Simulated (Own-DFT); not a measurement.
# What a defect does to the pressure of its cell: C11b WSi2

Source: density functional calculations with Own-DFT, an unreviewed in-house program that is no longer used. Nothing was measured or relaxed, and spin and spin-orbit coupling are left out.

Common settings: PBE; PseudoDojo norm-conserving scalar-relativistic files; cutoff 50 hartree; 5 x 5 x 5 k mesh centred on Gamma; cold (Marzari-Vanderbilt) smearing of 0.2 eV.

Caveats: forces on such cells failed a check on a denser k mesh; stress not checked against mesh or cutoff.

All runs share one cell, with vectors in Å (-2.148, -5.953, 3.409); (-6.444, 2.976, 1.136); (-2.553, -2.948, -6.757) and a volume of 403.2 Å³. The atoms are randomly displaced, by u rms on each axis. The defect's site can differ from row to row.

| cell | formula | u (Å) | P (GPa) |
|---|---|---|---|
| no defect | Si20W10 | 0.0192 | 4.30 |
| no defect | Si20W10 | 0.0467 | 5.89 |
| no defect | Si20W10 | 0.0515 | 5.93 |
| one W vacancy | Si20W9 | 0.0276 | 3.46 |
| one W vacancy | Si20W9 | 0.0279 | 3.70 |
| one W vacancy | Si20W9 | 0.0509 | 3.92 |
| one Si vacancy | Si19W10 | 0.0294 | ? |
| one Si vacancy | Si19W10 | 0.0304 | 3.28 |
| one Si vacancy | Si19W10 | 0.0489 | 4.38 |
| one Si vacancy | Si19W10 | 0.0494 | 4.44 |
| one Si on a W site | Si21W9 | 0.0272 | 6.06 |
| one Si on a W site | Si21W9 | 0.0309 | 6.36 |
| one Si on a W site | Si21W9 | 0.0507 | 7.27 |
| one W on a Si site | Si19W11 | 0.0283 | 9.76 |
| one W on a Si site | Si19W11 | 0.0488 | 11.30 |
| one W on a Si site | Si19W11 | 0.0496 | 11.26 |

## What the rows give

P = P0 + c u² + a shift for each defect gives P0 = 4.27 GPa, c = 639 ± 91 GPa/Å² and a scatter of 0.29 GPa. The shifts, and each times the cell's volume:

- one W on a Si site: 5.30 ± 0.24 GPa, 13.3 eV
- one Si on a W site: 1.39 ± 0.24 GPa, 3.5 eV
- one W vacancy: -1.45 ± 0.24 GPa, -3.7 eV
- one Si vacancy: -1.46 ± 0.24 GPa, -3.7 eV

A positive shift means that the defect pushes the cell outwards. Shift times volume (160.2 GPa Å³ is 1 eV) depends little on the cell's size, so, taken for each site, it can be compared between cells at like pressure. The atoms around the defects weren't relaxed, which would change these numbers.

## Prediction

Asked: what pressure belongs in the blank (one Si vacancy, u = 0.0294 Å)?

The fitted form gives 3.36 ± 0.35 GPa. The hidden result is 3.23 GPa.
